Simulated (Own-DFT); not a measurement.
# How strain changes the stress of zincblende InP, 64 atoms (In32P32)

Calculated, not measured: single-point runs of Own-DFT, a retired in-house plane-wave DFT program that no person has reviewed, on unrelaxed cells, without spin or spin-orbit coupling.

Method: PBE; PseudoDojo norm-conserving scalar-relativistic files; cutoff 36 hartree; 3 x 3 x 3 k mesh centred on Gamma; Fermi-Dirac smearing of 0.1 eV.

Known weak points: forces on such cells moved up to 12 meV/angstrom on a denser k mesh; stress not checked against mesh or cutoff.

Unstrained cell vectors in Å: (11.737, 0.000, 0.000); (0.000, 11.737, 0.000); (0.000, 0.000, 11.737). The unstrained cell has measured lattice constants (interpolated for alloys), not those of this functional. That, the random moves and any unrelaxed bonds set the pressure at no strain. The cell is deformed uniformly in each run, and the atoms keep their fractional places. Each atom got a random Gaussian move of width 0.05 Å along each axis. Stress is counted positive in tension, P = -(s_xx + s_yy + s_zz)/3, and strain components are those of the symmetric tensor.

```
run  e_xx (%)  e_yy (%)  e_zz (%)  e_yz (%)  e_xz (%)  e_xy (%)  s_xx (GPa)  s_yy (GPa)  s_zz (GPa)  s_yz (GPa)  s_xz (GPa)  s_xy (GPa)  P (GPa)  E (meV/atom)
  1      1.60     -1.03     -1.95     -1.16     -1.78      1.10       -3.96       -5.13       -5.34       -0.63       -2.21        1.84     4.81          34.5
  2     -0.57      1.95      0.37      0.67     -1.20      1.42       -3.10       -2.06       -2.71        0.54       -2.27        2.16     2.62          20.5
  3     -1.92     -1.85      0.39      1.98      0.78      0.30       -6.78       -6.82       -5.87        3.35        1.14        0.46     6.49          47.3
  4      1.80      1.22     -1.29      0.98     -1.11      0.31       -2.06       -2.19       -3.19        1.22       -1.66       -0.27     2.48          15.1
  5     -1.92      1.01     -1.56      0.56      0.43      0.18       -6.09       -4.85       -5.85        0.36        1.25       -0.48     5.60          36.4
  6      0.42     -0.44     -1.17      1.15     -0.61      0.17       -4.19       -4.58       -4.88        1.82       -0.64        0.45     4.55          25.2
  7      1.93      0.87     -0.62     -0.18     -0.28      0.15       -1.54       -1.93       -2.53        0.14       -0.41        0.25     2.00           0.0
  8      0.10      0.64     -1.89      0.21      0.48      1.93       -4.43       -4.38       -5.28        0.93        0.43        3.06     4.70          30.6
  9     -1.91      1.51     -1.39     -1.36      1.71     -1.60       -5.65       -4.30       -5.41       -1.65        2.68       -1.99     5.12          36.8
 10     -1.94     -0.92      1.08     -1.12     -1.27     -0.26       -5.78       -5.38       -4.55       -2.19       -1.92       -0.72     5.23          40.1
 11     -0.91     -1.69     -1.60      1.71      1.27     -0.98       -7.28       -7.58       -7.55        3.75        3.06       -2.00     7.47          69.4
 12     -1.72      0.32     -1.54      0.97     -1.64     -1.52       -6.26       -5.68       -6.19        1.68       -2.31       -1.69     6.04          45.0
 13     -0.66      0.03      1.59      1.57      0.84     -1.80       -3.41       -3.21       -2.71        2.35        1.47       -2.50     3.11          19.6
 14      0.10     -1.23      0.24     -0.32      1.72     -1.20       -4.24       -4.68       -4.13        0.41        2.51       -2.07     4.35          23.0
 15      1.82      1.48      1.73      0.73      0.66      0.31       -0.28       -0.41       -0.37        0.69        0.84        0.88     0.35           1.3
 16      1.66     -0.34      1.98     -0.28     -1.14     -0.92           ?           ?           ?           ?           ?           ?        ?             ?
```

E is the free energy for each atom above the lowest run shown.

## What the rows give

Regress every stress component on the fractional strains (shears doubled) of the visible runs, with a constant. Shear strains stay in the fit of a normal stress only where such slopes are resolved. The slopes, in GPa:

| stress | at no strain | per e_xx | per e_yy | per e_zz | scatter |
|---|---|---|---|---|---|
| s_xx | -3.9 | 103 ± 4 | 63 ± 4 | 59 ± 4 | 0.20 |
| s_yy | -3.9 | 64 ± 4 | 105 ± 4 | 61 ± 4 | 0.20 |
| s_zz | -3.9 | 63 ± 4 | 64 ± 4 | 96 ± 4 | 0.20 |

The slope of each shear stress on twice its own strain, from a fit on all six strains: yz 71 ± 5, xz 76 ± 4, xy 72 ± 7 GPa. These are stiffnesses along x, y and z of the frame in which the cell vectors are given, which need not be the crystal's axes. The atoms are held to the strained lattice; where symmetry lets them move under strain, relaxing them would lower some slopes. Slopes across the diagonal should nearly agree, so their difference gauges the noise. A ninth of the table's sum, 75 ± 2 GPa, estimates the bulk modulus near the mean pressure of these runs, 4.3 GPa, so it lies above the value at zero pressure.

## Prediction

Question: what normal stresses and pressure should run 16 give?

From the fit: s_xx = -1.2, s_yy = -2.0, s_zz = -1.1 and P = 1.4 GPa. DFT gave -1.27, -1.89, -1.05 and P = 1.41 GPa.
